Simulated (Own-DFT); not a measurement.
Al3GaAs4 (zincblende random alloy, strained, atoms displaced) (calculated)

A calculation, not a measurement: plane-wave density functional theory by an unreviewed code, no spin, of a simulated periodic cell, stress positive in tension, run twice, with PBE and with PBEsol, both on files made for PBE, so the change isn't that of files made for PBEsol, forces on such cells passed a denser k mesh, this cell's mesh not checked; the far tail of each file's local potential was reset to the Coulomb form; each entry is a single point on an unrelaxed cell, so the pressure reflects the starting lattice, mostly measured values (interpolated for alloys), from which strain is counted, and rises with the displacements; printed positions are rounded, which can move forces by about a meV/angstrom; the program, named Own-DFT, is a retired in-house code; no spin-orbit coupling; stress was not checked against mesh or cutoff. Program: Own-DFT development build.

## Al3GaAs4 (zincblende random alloy, strained, atoms displaced)

```
CELL_PARAMETERS angstrom
11.30250 0.00610 0.07600
0.00610 11.44990 0.03980
0.07600 0.03980 11.16460
ATOMIC_POSITIONS crystal
Ga 0.00025 0.99914 0.99238
Ga 0.99631 0.25415 0.24945
Al 0.25423 0.00757 0.25133
Al 0.25226 0.24855 0.99741
As 0.13065 0.13113 0.13456
As 0.12441 0.36772 0.37055
As 0.37556 0.12800 0.37628
As 0.37740 0.37927 0.12470
Al 0.00080 0.99840 0.50124
Al 0.99925 0.24801 0.74921
Al 0.25463 0.98823 0.74613
Al 0.24540 0.24654 0.49712
As 0.11380 0.13147 0.62922
As 0.12815 0.37988 0.87306
As 0.37893 0.13372 0.88079
As 0.36791 0.38197 0.62086
Al 0.00202 0.50237 0.00323
Al 0.99532 0.75999 0.24698
Al 0.25211 0.49845 0.25120
Ga 0.24890 0.75345 0.99288
As 0.12795 0.62466 0.12244
As 0.12977 0.88155 0.37516
As 0.37211 0.62590 0.37063
As 0.37462 0.87476 0.12881
Al 0.99352 0.49963 0.49964
Ga 0.98712 0.75056 0.75583
Al 0.24464 0.49768 0.74425
Al 0.24849 0.74886 0.49512
As 0.12360 0.62333 0.62132
As 0.12335 0.87971 0.87987
As 0.37249 0.62315 0.88260
As 0.38166 0.87592 0.62551
Al 0.50149 0.00256 0.99440
Al 0.50674 0.25317 0.25104
Ga 0.75825 0.00206 0.25569
Al 0.75132 0.25078 0.99723
As 0.62578 0.12957 0.12411
As 0.62341 0.37471 0.37848
As 0.87492 0.12782 0.36905
As 0.86600 0.37478 0.12263
Al 0.49527 0.99696 0.50083
Ga 0.50909 0.25064 0.75473
Al 0.74903 0.00488 0.74427
Ga 0.74147 0.26717 0.50072
As 0.62457 0.11661 0.62446
As 0.62255 0.37205 0.87184
As 0.87535 0.12823 0.87826
As 0.88761 0.38131 0.62641
Al 0.49820 0.49480 0.00043
Al 0.49487 0.74862 0.25614
Al 0.74518 0.50869 0.25443
Ga 0.74711 0.75238 0.99480
As 0.62318 0.62582 0.13331
As 0.62641 0.87561 0.37783
As 0.86988 0.62840 0.37251
As 0.87226 0.87907 0.12215
Al 0.50458 0.50167 0.50355
Al 0.50150 0.75867 0.75031
Al 0.74914 0.49960 0.75623
Al 0.75643 0.75189 0.50287
As 0.62524 0.62095 0.62003
As 0.62251 0.87970 0.88010
As 0.87190 0.62935 0.87993
As 0.87116 0.88143 0.63186
```

* functional: PBE, then PBEsol
* potential files: PseudoDojo norm-conserving, scalar-relativistic, standard set
* wave cutoff: 42 hartree
* occupations: Fermi-Dirac
* smearing width: 0.1 eV
* k mesh: 3 x 3 x 3 centred on Gamma
* PBE pressure: 3.71 GPa
* PBE stress xx: -3.75 GPa
* PBE stress yy: -3 GPa
* PBE stress zz: -4.37 GPa
* PBE stress yz: 0.46 GPa
* PBE stress xz: 1.28 GPa
* PBE stress xy: 0.55 GPa
* PBEsol pressure: 1.53 GPa
* PBEsol stress xx: -1.57 GPa
* PBEsol stress yy: -0.83 GPa
* PBEsol stress zz: -2.2 GPa
* PBEsol stress yz: 0.45 GPa
* PBEsol stress xz: 1.25 GPa
* PBEsol stress xy: 0.53 GPa
* rms change of force components from PBE to PBEsol: 0.04 eV/Å

Force:
| force element | PBE force x (eV/Å) | PBE force y (eV/Å) | PBE force z (eV/Å) | PBEsol force x (eV/Å) | PBEsol force y (eV/Å) | PBEsol force z (eV/Å) |
| --- | --- | --- | --- | --- | --- | --- |
| Ga | 0.035 | 1.033 | 1.488 | 0.017 | 0.982 | 1.432 |
| Ga | -0.085 | -0.002 | -0.566 | -0.075 | -0.019 | -0.54 |
| Al | 0.182 | -0.405 | -0.118 | 0.177 | -0.401 | -0.114 |
| Al | -0.469 | 0.859 | 0.745 | -0.464 | 0.851 | 0.732 |
| As | -0.71 | -0.347 | -1.244 | -0.792 | -0.314 | -1.198 |
| As | -0.221 | 1.086 | 0.466 | -0.283 | 0.999 | 0.396 |
| As | 0.469 | -0.061 | 0.088 | 0.458 | -0.059 | 0.084 |
| As | -0.297 | -1.002 | 0.397 | -0.291 | -0.984 | 0.391 |
| Al | -0.246 | 0.637 | -0.131 | -0.238 | 0.626 | -0.128 |
| Al | -0.148 | 1.02 | 1.098 | -0.145 | 1.002 | 1.082 |
| Al | -0.589 | 1.856 | 0.572 | -0.58 | 1.827 | 0.561 |
| Al | 0.112 | 0.285 | 0.573 | 0.109 | 0.275 | 0.563 |
| As | 1.606 | -1.61 | -0.689 | 1.569 | -1.58 | -0.681 |
| As | -0.73 | -0.831 | 0.368 | -0.717 | -0.812 | 0.355 |
| As | -0.258 | -1.293 | -1.177 | -0.181 | -1.212 | -1.21 |
| As | 0.799 | -1.163 | -0.045 | 0.818 | -1.17 | -0.017 |
| Al | -0.227 | -0.243 | -0.02 | -0.217 | -0.239 | -0.018 |
| Al | 0.8 | -0.657 | 0.086 | 0.79 | -0.648 | 0.084 |
| Al | -0.453 | 0.079 | -0.27 | -0.445 | 0.078 | -0.272 |
| Ga | 0.168 | -0.017 | 1.019 | 0.158 | -0.035 | 0.996 |
| As | -0.366 | 0.444 | 0.652 | -0.302 | 0.494 | 0.582 |
| As | -0.455 | -0.398 | -0.127 | -0.442 | -0.387 | -0.126 |
| As | 0.136 | -0.681 | 0.95 | 0.134 | -0.674 | 0.933 |
| As | 0.057 | 0.296 | -0.527 | 0.005 | 0.245 | -0.569 |
| Al | 1.259 | 0.764 | -1.25 | 1.235 | 0.754 | -1.235 |
| Ga | 1.357 | 0.317 | -0.588 | 1.294 | 0.31 | -0.558 |
| Al | 0.532 | 0.957 | 0.511 | 0.52 | 0.941 | 0.511 |
| Al | 0.122 | 0.206 | 0.444 | 0.118 | 0.205 | 0.435 |
| As | -0.586 | 0.584 | 0.23 | -0.618 | 0.603 | 0.265 |
| As | 0.192 | -0.901 | -1.284 | 0.128 | -0.923 | -1.174 |
| As | 0.369 | 0.059 | -1.466 | 0.293 | 0.128 | -1.379 |
| As | -0.942 | -0.944 | -0.534 | -0.916 | -0.928 | -0.526 |
| Al | -0.519 | 0.383 | 1.41 | -0.506 | 0.377 | 1.39 |
| Al | -0.665 | -0.109 | -0.274 | -0.651 | -0.113 | -0.269 |
| Ga | -1.063 | 0.047 | -0.681 | -1.022 | 0.054 | -0.667 |
| Al | -0.454 | 0.055 | 0.244 | -0.445 | 0.045 | 0.246 |
| As | 0.178 | -0.743 | 0.069 | 0.219 | -0.769 | 0.107 |
| As | -0.535 | 1.11 | -0.837 | -0.445 | 1.02 | -0.74 |
| As | 0.032 | 0.301 | 1.598 | -0.008 | 0.329 | 1.479 |
| As | 0.469 | 0.751 | 0.357 | 0.508 | 0.688 | 0.404 |
| Al | 0.647 | 0.706 | -0.672 | 0.637 | 0.7 | -0.667 |
| Ga | -1.126 | -0.315 | -1.319 | -1.084 | -0.313 | -1.25 |
| Al | 0.048 | 0.039 | 1.522 | 0.055 | 0.036 | 1.51 |
| Ga | 1.508 | -1.678 | 0.94 | 1.447 | -1.624 | 0.886 |
| As | -0.356 | 1.36 | -0.605 | -0.362 | 1.441 | -0.583 |
| As | 0.724 | 0.639 | 0.764 | 0.638 | 0.546 | 0.681 |
| As | -0.234 | -0.346 | -0.743 | -0.168 | -0.408 | -0.678 |
| As | -1.905 | -0.799 | 0.778 | -1.916 | -0.826 | 0.726 |
| Al | 0.63 | 0.906 | 0.103 | 0.616 | 0.893 | 0.102 |
| Al | 0.652 | 0.74 | -0.494 | 0.641 | 0.73 | -0.493 |
| Al | 0.306 | -0.928 | -0.233 | 0.307 | -0.914 | -0.226 |
| Ga | -0.289 | 0.053 | 1.142 | -0.269 | 0.059 | 1.101 |
| As | -0.438 | 0.162 | -1.164 | -0.387 | 0.203 | -1.19 |
| As | -0.071 | -0.198 | -0.04 | -0.01 | -0.142 | -0.082 |
| As | 0.892 | 0.075 | 0.192 | 0.868 | 0.075 | 0.189 |
| As | -0.041 | -0.115 | -0.355 | -0.092 | -0.047 | -0.397 |
| Al | -1.084 | -0.047 | -0.584 | -1.062 | -0.05 | -0.571 |
| Al | 0.211 | -1.384 | 0.534 | 0.21 | -1.363 | 0.529 |
| Al | 0.293 | 0.262 | -0.664 | 0.285 | 0.259 | -0.661 |
| Al | -0.626 | 0.185 | 0.124 | -0.613 | 0.18 | 0.123 |
| As | 0.48 | 0.91 | 1.072 | 0.474 | 0.892 | 1.046 |
| As | 0.575 | -0.166 | -1.132 | 0.63 | -0.226 | -1.06 |
| As | -0.13 | -1.11 | 0.092 | -0.129 | -0.946 | 0.084 |
| As | 0.476 | -0.677 | -0.794 | 0.519 | -0.724 | -0.721 |
